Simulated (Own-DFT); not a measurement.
## Calculated data, Hf36O71 (tetragonal hafnia with one neutral oxygen vacancy, atoms displaced)

A calculation, not a measurement: plane-wave PBE and HSE06 DFT by an unreviewed code, no spin, of a simulated cell at Gamma alone, so results move with cell size and shape, stress positive in tension, energies less offsets, not probed for a lower state with spin; hafnium file: forces about 75 meV/angstrom off all-electron values; oxygen file: force components 24 meV/angstrom off all-electron in a glass; k mesh not checked against a denser one; forces and stress are PBE's, HSE06 gives the energy alone, and its difference from PBE has offsets of its own; offsets are fitted by least squares, one for each functional and potential file, so energies compare only between cells with the same atoms and settings and are not formation energies; the far tail of each file's local potential was reset to the Coulomb form; each entry is a single point on an unrelaxed cell, so the pressure reflects the starting lattice, taken from the Materials Project, from which strain is counted, and rises with the displacements; printed positions are rounded, which can move forces by about a meV/angstrom; the program is a retired in-house code; no spin-orbit coupling. Program: Own-DFT development build.

Common to all runs: first functional PBE; second functional HSE06; exact exchange share 0.25; screening 0.11 1/bohr; exchange divergence Gygi-Baldereschi; potential files PseudoDojo norm-conserving, scalar-relativistic, made for PBE, standard set; wave cutoff 48 hartree; occupations fixed; k mesh 1 x 1 x 1 centred on Gamma.

(1) 
```xyz
107
Lattice="10.7800 0.0000 0.0000 0.0000 10.7800 0.0000 0.0000 0.0000 10.4493" Properties=species:S:1:pos:R:3:force_x:R:1:force_y:R:1:force_z:R:1 formula=Hf36O71 PBE_energy_of_cell_above_offsets=-97.404 HSE06_less_PBE_above_offsets=0.039 PBE_pressure=1.73 PBE_stress_xx=-2.27 PBE_stress_yy=-1.11 PBE_stress_zz=-1.81 PBE_stress_yz=0.43 PBE_stress_xz=-0.72 PBE_stress_xy=0.03
Hf    10.7679     0.0025    10.4209      0.793     -0.578     -0.295
Hf     1.7409     1.7697     2.6065      0.096     -0.179     -0.764
O      1.6978    10.7498     3.6313       1.01     -0.242      -0.25
O     10.6536     1.8247     4.1560      1.041       0.16      0.243
O      1.7876     0.0411     1.0294     -0.103      0.154      0.456
Hf     0.0163    10.7784     5.1819     -0.981      1.238      0.075
Hf     1.8167     1.7758     7.8138     -0.693     -0.302       1.31
O     10.7651     1.7259     6.7843       0.16      1.005      0.123
O      1.7704    10.7553     8.9035       0.03      0.277     -1.498
O      0.0019     1.7817     9.3920     -0.164      1.126      0.965
O      1.7040    10.7513     6.2248      2.601     -0.048      0.112
Hf    10.7437     3.6286     0.0304      0.855     -1.215     -0.596
Hf     1.8937     5.3434     2.5753     -3.002      1.022      0.713
O      0.0193     5.4630     1.5921      0.116     -0.934      0.095
O      1.7168     3.6474     3.5624      0.553      -1.36      0.879
O      0.0317     5.3543     4.1976     -0.344      1.176      0.365
O      1.8416     3.5274     1.0306      -1.29      0.456      0.384
Hf    10.7240     3.6650     5.2438      0.737      -0.98      0.149
Hf     1.8295     5.3669     7.8510     -0.096      0.487      0.571
O     10.7305     5.4547     6.8244     -0.053     -0.603     -0.085
O      1.8434     3.6128     8.8194     -0.153     -1.052      0.702
O      0.0804     5.3432     9.4340     -0.463      0.421       0.08
O      1.8297     3.6598     6.3493     -0.475     -0.049     -2.001
Hf    10.7674     7.1174     0.0343      0.528      1.298     -0.749
Hf     1.8648     8.9248     2.6200     -2.082      0.862     -1.074
O     10.7434     8.9999     1.5073      1.491     -0.301      1.234
O      1.9063     7.1800     3.7013     -0.326      0.666     -1.021
O     10.7555     9.0373     4.1873      0.446     -1.906      0.136
O      1.7936     7.1161     1.0514      0.856      0.546      0.704
Hf    10.7478     7.1862     5.2550      -0.93     -0.433     -1.185
Hf     1.7226     8.9477     7.7685      1.369       0.72      3.239
O      0.0087     9.0079     6.8930      -1.05     -0.756     -2.044
O      1.7851     7.1964     8.8773     -0.172      -0.42     -0.865
O      0.0570     9.0107     9.3889     -0.702     -0.996      0.363
O      1.7349     7.0794     6.1948      1.012      0.837       0.58
Hf     3.6678     0.0074     0.0637     -2.278      0.264     -1.434
Hf     5.3996     1.8471     2.6981     -0.632     -1.142     -1.634
O      3.6003     1.7274     1.6130      0.077      0.246      0.783
O      5.3326    10.7031     3.5863     -0.038      1.379      0.669
O      3.5597     1.8405     4.1597      0.155     -0.347      1.006
O      5.3652     0.0426     1.0027        1.8     -0.262       0.38
Hf     3.6443    10.7155     5.2031     -1.116      1.834      0.046
Hf     5.3450     1.8362     7.8154      0.371      0.622      0.814
O      3.5942     1.8199     6.8206      0.238     -0.545     -0.336
O      5.3865    10.7276     8.8692      0.152      0.865     -0.595
O      3.5331     1.7437     9.4752      0.634      1.181     -0.491
O      5.3939     0.0026     6.2137     -0.747     -0.059      0.788
Hf     3.5585     3.6454     0.0432      0.817     -1.573     -2.223
Hf     5.2647     5.3755     2.5447      5.048      0.267      1.697
O      3.6250     5.4008     1.6353     -1.685     -0.328     -1.997
O      5.3757     3.6238     3.6630     -0.437      0.084     -0.213
O      3.5099     5.4216     4.1734        0.9      0.078     -0.163
O      5.3474     3.5484     1.0346      0.641      0.725      0.575
Hf     3.5992     3.6896     5.1613     -0.159     -1.612      1.669
Hf     5.4444     5.4471     7.8736     -1.167     -1.264     -0.216
O      3.6584     5.4441     6.9207     -0.429      0.026     -1.547
O      5.3411     3.6605     8.9136      0.764     -1.304     -0.812
O      3.6035     5.3435     9.3968     -0.106      1.476      1.546
O      5.4034     3.6050     6.2256     -0.733     -0.171      0.012
Hf     3.6472     7.2627     0.1378     -3.175      -0.09     -4.152
Hf     5.3728     8.8960     2.6434      1.974      1.923     -1.411
O      3.6535     8.9725     1.4440     -0.981     -0.234      2.008
O      5.4607     7.2481     3.5952     -0.768     -2.644      0.624
O      3.6994     8.9660     4.2320     -0.909      0.088     -1.292
O      5.3191     7.1293     1.0098      2.596     -0.205      0.723
Hf     3.5274     7.2292     5.2303       0.27     -1.047      0.927
Hf     5.3127     8.9590     7.8113      0.767      0.441      0.462
O      3.6004     8.9706     6.7427     -0.764      0.068       -0.3
O      5.4012     7.2176     8.7952      0.231      0.041      1.102
O      3.4931     8.9659     9.3876      1.382     -0.122      0.171
O      5.3672     7.1628     6.2286      0.641      0.472     -0.315
Hf     7.1358    10.7227    10.4141      0.642      0.398      0.555
Hf     8.9636     1.7526     2.6434      0.729     -0.463     -0.506
O      7.1670     1.8207     1.5360      0.011      0.225      0.867
O      9.0208    10.7672     3.7227     -0.649      0.623     -0.723
O      7.2510     1.7954     4.2244     -0.861     -0.752      -0.68
O      9.0050     0.0147     1.1096     -0.646      0.555     -0.488
Hf     7.1504    10.7071     5.3024      2.095      0.264     -1.108
Hf     8.9820     1.8451     7.7962      0.381     -1.291       0.29
O      7.1852     1.8445     6.7641      -0.56     -0.571      0.789
O      8.9898     0.0002     8.8314     -0.441      0.013      0.027
O      7.2316     1.8287     9.4251     -0.316     -0.878     -0.527
O      9.0211    10.7489     6.2071      -0.97     -0.011      0.472
Hf     7.2334     3.5237    10.4414     -1.333      0.384      0.527
Hf     8.9835     5.3359     2.6189      0.157      1.719     -0.482
O      7.2092     5.4551     1.6140     -1.097     -0.276     -0.009
O      9.0186     3.5686     3.5680      -0.52      0.628      0.801
O      7.0666     5.3558     4.2427      0.888      0.884     -0.004
O      8.9712     3.6229     1.0088      0.405     -0.122      0.214
Hf     7.1661     3.5735     5.1778     -0.288       0.06      0.778
Hf     8.9397     5.3746     7.8552      0.781      0.146      -0.33
O      7.1873     5.3684     6.8442      0.221      0.537     -0.228
O      9.0246     3.6034     8.8692     -0.257      0.029      0.103
O      7.2367     5.4144     9.4405     -0.284     -1.265     -0.477
O      8.9131     3.6133     6.2386      1.089      0.024     -0.001
Hf     7.2038     7.1375    10.3609        1.1      1.385      2.129
Hf     9.0151     9.1122     2.6269     -0.144     -1.734     -0.744
O      7.2024     8.9607     1.5581     -0.638      0.253      0.069
O      9.0498     7.1946     3.5918     -0.318     -0.362      0.606
O      7.1589     8.9798     4.1386       0.16          0      0.932
O      9.0314     7.1797     0.9967     -1.347     -0.286     -0.624
Hf     7.1853     7.1803     5.2455      0.013     -0.027     -0.905
Hf     9.0034     8.9483     7.8040      0.146       1.01      1.129
O      7.2576     9.0139     6.7666     -1.782     -0.168      0.062
O      8.9978     7.1560     8.8472     -0.199      0.274      0.285
O      7.1524     8.9768     9.3997      0.258     -0.514     -0.162
O      8.9856     7.2057     6.2924     -0.369      0.084     -0.562
```

Units: PBE_energy_of_cell_above_offsets, HSE06_less_PBE_above_offsets in eV; PBE_pressure, PBE_stress_xx, PBE_stress_yy, PBE_stress_zz, PBE_stress_yz, PBE_stress_xz, PBE_stress_xy in GPa; force_x, force_y, force_z in eV/Å.

(2) 
```xyz
107
Lattice="10.7800 0.0000 0.0000 0.0000 10.7800 0.0000 0.0000 0.0000 10.4493" Properties=species:S:1:pos:R:3:force_x:R:1:force_y:R:1:force_z:R:1 formula=Hf36O71 PBE_energy_of_cell_above_offsets=-96.338 HSE06_less_PBE_above_offsets=0.108 PBE_pressure=2.51 PBE_stress_xx=-1.99 PBE_stress_yy=-2.45 PBE_stress_zz=-3.1 PBE_stress_yz=-1.4 PBE_stress_xz=0.44 PBE_stress_xy=-0.1
Hf    10.7356    10.7507     0.0167       1.11      0.208     -1.022
Hf     1.7955     1.8149     2.6067      1.082      1.741      0.456
O      0.0149     1.8252     1.6213     -0.645      0.006     -0.109
O      1.8239     0.0320     3.5896      0.011     -0.826      0.217
O      0.0801     1.8928     4.2244     -0.884     -2.864     -1.172
O      1.7202     0.0604     1.0207      1.203     -1.007      0.147
Hf    10.7330    10.7431     5.2053      1.164       2.28      1.404
Hf     1.8067     1.7907     7.8108      0.043     -0.565     -0.074
O      0.0157     1.7767     6.7790      -0.87      0.341      0.793
O      1.7723     0.0074     8.8659       0.26     -0.038       0.03
O      0.0244     1.8316     9.4326     -0.961     -2.178     -0.779
O      1.6733     0.0246     6.1963       1.92      -0.11     -0.065
Hf    10.7785     3.5037    10.4152      0.408      2.682      1.067
Hf     1.8155     5.4366     2.6288     -1.164     -2.164     -0.617
O     10.7659     5.3720     1.6534      0.165      0.143      0.594
O      1.7295     3.6318     3.6803      0.637      0.028      -1.69
O      0.0540     5.3592     4.2116     -0.779      1.381      0.344
O      1.7920     3.5387     0.9940     -0.329     -0.036      0.598
Hf    10.7564     3.5979     5.1384      1.209      1.525      1.062
Hf     1.8336     5.3768     7.8093      0.015     -0.009      0.379
O     10.7725     5.4245     6.7980      0.774      0.478      0.669
O      1.7943     3.4942     8.8935     -0.007      1.323     -1.011
O      0.0441     5.4310     9.5643     -0.613     -1.635     -1.251
O      1.8439     3.6298     6.1135     -3.267      -0.36      2.857
Hf    10.7477     7.2123     0.0488      0.919     -0.945     -1.114
Hf     1.8450     9.0432     2.6493      -0.47     -1.201     -0.918
O     10.7181     8.9454     1.5846      0.837      0.566      1.197
O      1.7895     7.0764     3.6702      0.274      3.252      0.287
O      0.0210     9.0524     4.2275     -0.108      -1.52     -1.344
O      1.7402     7.2427     0.9498      1.985      0.272      1.561
Hf    10.7777     7.2462     5.2673      1.541     -1.617      0.352
Hf     1.8161     8.9786     7.8806     -0.075     -0.859     -0.313
O      0.0230     8.9418     6.8058     -0.625      0.023      0.167
O      1.8276     7.0691     8.9320      0.316      1.834      -1.72
O     10.7221     8.9839     9.4786      0.589      0.515     -0.306
Hf     3.6059    10.7103     0.0028     -0.236      1.199     -0.861
Hf     5.4131     1.7357     2.5714      -0.61      2.169      0.769
O      3.6110     1.8110     1.5634     -0.143     -0.832      0.462
O      5.3627     0.0328     3.6866     -0.518     -1.088     -0.721
O      3.5400     1.9088     4.1983     -0.201     -2.271       0.07
O      5.4937     0.0315     1.0455     -2.348     -0.972      0.255
Hf     3.6178    10.7458     5.1926      0.212      1.656      1.378
Hf     5.3719     1.8710     7.8744      0.071     -0.173     -0.489
O      3.6080     1.8147     6.8347     -0.376     -0.105      0.034
O      5.3870     0.0214     8.8020       0.15      0.606       1.49
O      3.6044     1.7906     9.4609      0.347     -0.896     -0.224
O      5.3884    10.7606     6.3005       0.04     -0.723       -1.4
Hf     3.5523     3.5376     0.0367      0.608      0.541     -0.204
Hf     5.3872     5.3198     2.5739      0.223      -1.05      0.956
O      3.6127     5.3826     1.5507     -0.719      0.654       0.81
O      5.3980     3.5412     3.6895      0.593      0.051     -1.543
O      3.6356     5.3624     4.2913      0.034      0.905     -1.836
O      5.3459     3.6050     1.0305      0.923      0.192     -0.001
Hf     3.5295     3.6197     5.3012      3.152     -0.218     -1.657
Hf     5.4914     5.3497     7.8695     -1.413      1.687     -1.157
O      3.5723     5.3931     6.7162     -0.008      0.472       1.85
O      5.4102     3.7046     8.8453      -0.25     -2.916       0.53
O      3.6392     5.3464     9.4938     -0.179      0.483     -0.621
O      5.4535     3.6047     6.2132     -0.396      0.419       0.83
Hf     3.6479     7.1536     0.0183     -1.476     -0.609     -1.433
Hf     5.3984     9.0227     2.5795      0.778     -0.948      0.785
O      3.6423     8.9702     1.5365      -0.82      0.789      0.472
O      5.4741     7.1276     3.6688     -0.568      1.523     -1.079
O      3.6023     8.9690     4.1764     -0.298      0.268     -0.909
O      5.3707     7.1992     1.0459      1.296      0.082      0.053
Hf     3.6219     7.1940     5.1594      0.148     -1.546       1.92
Hf     5.4800     9.0348     7.8649     -2.258     -0.129     -0.788
O      3.5612     9.0456     6.8699      0.005     -0.261     -1.095
O      5.4051     7.2331     8.8034      0.243     -1.104      1.235
O      3.6815     9.0078     9.3314     -0.736     -0.359      1.678
O      5.4009     7.1555     6.2735      0.409      0.614     -1.027
Hf     7.1846    10.7666     0.0455      0.707       0.77      -0.89
Hf     9.0491     1.7739     2.6402      -1.03      1.949      -1.39
O      7.1116     1.7823     1.4806      1.896      0.065      1.834
O      9.0879     0.0557     3.6038     -0.405     -1.431      0.774
O      7.1803     1.7400     4.2303      0.854     -0.297     -0.936
O      9.0416     0.0563     1.0339     -1.285     -0.025      0.271
Hf     7.2962    10.7058     5.2109     -4.169      2.285      0.735
Hf     9.0100     1.7959     7.8150      -0.78      0.629     -0.307
O      7.0477     1.7468     6.7526      2.609      0.452      1.098
O      8.9823    10.7268     8.7686      0.137       2.16      1.031
O      7.1811     1.7860     9.5297       0.09     -0.491     -1.537
O      8.9232     0.0698     6.1820      2.147     -0.332      1.075
Hf     7.2879     3.5801     0.0122      -1.58      -0.03      0.091
Hf     8.9257     5.4013     2.6445      1.806     -0.322     -0.799
O      7.2419     5.3386     1.5574     -1.117      0.557      -0.13
O      8.9551     3.6111     3.6350     -0.088     -0.691     -0.084
O      7.0718     5.3607     4.1539       1.37      0.417      0.646
O      8.9902     3.5916     1.0070      0.668     -0.503       0.72
Hf     7.2271     3.5456     5.1749     -1.397     -0.136      0.483
Hf     8.9913     5.4544     7.8101       0.58     -0.541       0.99
O      7.2316     5.4081     6.8750      0.502      0.423     -1.275
O      8.9046     3.5628     8.8933      0.698      0.197     -0.955
O      7.1712     5.3101     9.3823       0.29      2.187      0.682
O      9.0328     3.6645     6.2238     -1.027      -0.69      0.532
Hf     7.1873     7.1946     0.0104      0.292     -0.712     -0.677
Hf     9.0706     9.0002     2.7122     -0.672     -0.918     -1.557
O      7.2138     9.0080     1.5228      0.577     -0.359      0.974
O      9.0452     7.1640     3.6906      -0.54      1.081     -0.392
O      7.1191     8.9972     4.2376      0.882     -0.649     -0.955
O      9.0366     7.1106     0.9685     -2.608      0.328      1.532
Hf     7.2041     7.1682     5.1956     -1.487     -1.107      0.588
Hf     8.8729     9.0128     7.8825      2.552     -1.921     -0.157
O      7.2145     8.9826     6.8832     -0.048       0.04     -2.116
O      9.0117     7.2459     8.9143     -0.842     -0.682     -0.759
O      7.1412     9.0052     9.3493      0.402     -0.259      1.181
O      9.0296     7.2254     6.2200     -1.332     -0.214      0.462
```

Units: PBE_energy_of_cell_above_offsets, HSE06_less_PBE_above_offsets in eV; PBE_pressure, PBE_stress_xx, PBE_stress_yy, PBE_stress_zz, PBE_stress_yz, PBE_stress_xz, PBE_stress_xy in GPa; force_x, force_y, force_z in eV/Å.
